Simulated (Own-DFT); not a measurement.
# A pressure from energies alone: monoclinic HfO2, 94 atoms (Hf32O62), with two O vacancies

These are calculations. Each geometry was run twice at fixed positions with Own-DFT, a retired in-house plane-wave program that no person has reviewed: with PBE, and with HSE06 (exact exchange share 0.25 at short range, screening 0.11 per bohr, Gygi-Baldereschi treatment of its divergence). Both used PseudoDojo norm-conserving files made for PBE, a cutoff of 48 hartree, the Gamma point alone, fixed occupations, a neutral cell and no spin. One k point on a cell 10.1 Å thick isn't converged, and results move with the size of the cell. The hafnium file keeps the 4f electrons in the core, and its forces lie about 75 meV/Å off all-electron values. The oxygen file's force components were 24 meV/Å off all-electron values in a glass.

Unstrained cell vectors in Å: (10.234, 0.000, 0.000); (0.000, 10.350, 0.000); (-1.696, 0.000, 10.445), volume V0 = 1106.4 Å³, from measured lattice constants. Each geometry has its own random strain of a few per cent, its own defect sites and random moves of rms u per axis. HSE06 gave the energy alone. D is its energy less that of PBE, over the lowest D shown. The PBE stress wasn't checked against mesh or cutoff.

| run | V - V0 (Å³) | u (Å) | P with PBE (GPa) | D (eV) |
|---|---|---|---|---|
| 1 | 7.9 | 0.0520 | 4.19 | 1.177 |
| 2 | 17.8 | 0.0295 | -0.85 | 1.207 |
| 3 | -16.4 | 0.0300 | 8.33 | 0.242 |
| 4 | -13.0 | 0.0472 | 7.81 | 0.612 |
| 5 | 38.4 | 0.0522 | -2.92 | 1.846 |
| 6 | -42.9 | 0.0518 | 15.80 | 0.000 |
| 7 | -13.4 | 0.0295 | 7.65 | 0.383 |
| 8 | -3.8 | 0.0495 | 6.83 | 0.810 |
| 9 | -5.9 | 0.0310 | 5.56 | 0.520 |
| 10 | -30.4 | 0.0518 | 12.32 | 0.210 |
| 11 | 19.2 | 0.0458 | 2.09 | ? |

## Working it out

D = 0.56 + 0.0237 (V - V0) + 150 u² eV, with an error of 0.0008 on the volume slope, 21 on the last term and a scatter of 0.06 eV. Pressure is -dE/dV, and 1 eV/Å³ is 160.2 GPa, so HSE06 changes the pressure by -3.8 ± 0.1 GPa. With the ions held to the strained lattice, the PBE pressure falls by 257 ± 8 GPa per unit of volume strain; the shape of the strain isn't fitted, so the true error is larger, and a relaxed crystal would be softer. On that slope HSE06's volume at a given pressure is about 1.5 % smaller, or 0.5 % in lengths. At u = 0 and V0 the PBE pressure is 3.3 GPa, which puts the zero-pressure volume, against the measured cell and with the defects in, at +1.3 % for PBE and -0.2 % for HSE06, each good to a few tenths of a per cent.

## Check

Question: what D should run 11 give?

Estimate: 1.33 eV, with rows scattering by 0.06. The run itself gave 1.310 eV.
